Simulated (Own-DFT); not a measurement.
# One host, several defects: C40 NbSi2

Source: density functional calculations with Own-DFT, an unreviewed in-house program that is no longer used. Nothing was measured or relaxed, and spin and spin-orbit coupling are left out.

All runs used: PBE; PseudoDojo norm-conserving scalar-relativistic files; cutoff 42 hartree; 4 x 4 x 5 k mesh centred on Gamma; cold (Marzari-Vanderbilt) smearing of 0.2 eV.

Keep in mind: forces on such cells failed a check on a denser k mesh; stress not checked against mesh or cutoff.

All runs share one cell, with vectors in Å (0.000, 8.324, 0.000); (-9.613, 0.000, 0.000); (0.000, 0.000, 6.586) and a volume of 527.0 Å³. Atoms were moved at random from their sites; u is the rms move along one axis. The defect's site can differ from row to row.

```
cell,formula,u (Å),P (GPa)
no defect,Nb12Si24,0.0180,1.48
no defect,Nb12Si24,0.0442,2.35
no defect,Nb12Si24,0.0451,2.35
two Nb vacancies,Nb10Si24,0.0266,-0.25
two Nb vacancies,Nb10Si24,0.0455,0.25
two Nb vacancies,Nb10Si24,0.0495,0.15
two Si on a Nb site each,Nb10Si26,0.0274,1.43
two Si on a Nb site each,Nb10Si26,0.0312,1.73
two Si on a Nb site each,Nb10Si26,0.0447,?
two Si on a Nb site each,Nb10Si26,0.0488,2.53
two Nb on a Si site each,Nb14Si22,0.0295,7.60
two Nb on a Si site each,Nb14Si22,0.0494,8.14
two Nb on a Si site each,Nb14Si22,0.0577,8.81
one Si vacancy,Nb12Si23,0.0298,1.03
one Si vacancy,Nb12Si23,0.0302,0.98
one Si vacancy,Nb12Si23,0.0531,1.71
```

## Worked fit

P = P0 + c u² + a shift for each defect gives P0 = 1.41 GPa, c = 449 ± 47 GPa/Å² and a scatter of 0.15 GPa. The shifts, and each times the cell's volume:

- two Nb on a Si site each: 5.78 ± 0.13 GPa, 19.0 eV (9.5 eV for each of its 2 sites)
- two Si on a Nb site each: -0.13 ± 0.13 GPa, -0.4 eV (-0.2 eV for each of its 2 sites) (not resolved)
- one Si vacancy: -0.87 ± 0.13 GPa, -2.9 eV
- two Nb vacancies: -2.15 ± 0.13 GPa, -7.1 eV (-3.5 eV for each of its 2 sites)

A positive shift means that the defect pushes the cell outwards. Shift times volume (160.2 GPa Å³ is 1 eV) depends little on the cell's size, so, taken for each site, it can be compared between cells at like pressure. The atoms around the defects weren't relaxed, which would change these numbers.

## Withheld run

Question: what pressure belongs in the blank (two Si on a Nb site each, u = 0.0447 Å)?

The fitted form gives 2.18 ± 0.18 GPa. DFT gave 2.05 GPa.
